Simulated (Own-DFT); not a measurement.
# Which defects push the lattice out? zincblende GaP

The numbers are computed, not measured, by runs of the plane-wave DFT program Own-DFT (in-house, retired, unreviewed) at fixed positions, with no spin and no spin-orbit coupling.

Settings: PBE; PseudoDojo norm-conserving scalar-relativistic files; cutoff 42 hartree; 2 x 3 x 3 k mesh centred on Gamma; Fermi-Dirac smearing of 0.1 eV.

Keep in mind (not all hold for every row): not probed for a lower state with spin; forces on such cells failed a check on a denser k mesh; forces on such cells moved up to 12 meV/angstrom on a denser k mesh; forces on such cells passed a denser k mesh, each cell not checked; stress not checked against mesh or cutoff.

All runs share one cell, with vectors in Å (16.352, 0.000, 0.000); (0.000, 10.901, 0.000); (0.000, 0.000, 10.901) and a volume of 1943.1 Å³. Atoms were moved at random from their sites; u is the rms move along one axis. The defect's site can differ from row to row.

```
cell,formula,u (Å),P (GPa)
no defect,Ga48P48,0.0190,2.70
no defect,Ga48P48,0.0471,3.23
no defect,Ga48P48,0.0474,3.13
one Ga on a P site and one P on a Ga site,Ga48P48,0.0311,2.96
one Ga on a P site and one P on a Ga site,Ga48P48,0.0492,3.32
one Ga on a P site and one P on a Ga site,Ga48P48,0.0532,3.25
two P on a Ga site each,Ga46P50,0.0299,2.91
two P on a Ga site each,Ga46P50,0.0316,?
two P on a Ga site each,Ga46P50,0.0483,3.15
two P on a Ga site each,Ga46P50,0.0494,3.39
two P vacancies,Ga48P46,0.0313,2.48
two P vacancies,Ga48P46,0.0483,2.78
two P vacancies,Ga48P46,0.0523,2.86
```

## What the rows give

P = P0 + c u² + a shift for each defect gives P0 = 2.65 GPa, c = 226 ± 30 GPa/Å² and a scatter of 0.08 GPa. The shifts, and each times the cell's volume:

- two P on a Ga site each: 0.07 ± 0.07 GPa, 0.9 eV (0.4 eV for each of its 2 sites) (not resolved)
- one Ga on a P site and one P on a Ga site: 0.06 ± 0.07 GPa, 0.7 eV (not resolved)
- two P vacancies: -0.40 ± 0.07 GPa, -4.9 eV (-2.4 eV for each of its 2 sites)

A positive shift means that the defect pushes the cell outwards. Shift times volume (160.2 GPa Å³ is 1 eV) depends little on the cell's size, so, taken for each site, it can be compared between cells at like pressure. The atoms around the defects weren't relaxed, which would change these numbers.

## Prediction

Question: what pressure belongs in the blank (two P on a Ga site each, u = 0.0316 Å)?

Estimate: 2.95 ± 0.10 GPa. The calculation gave 2.99 GPa.
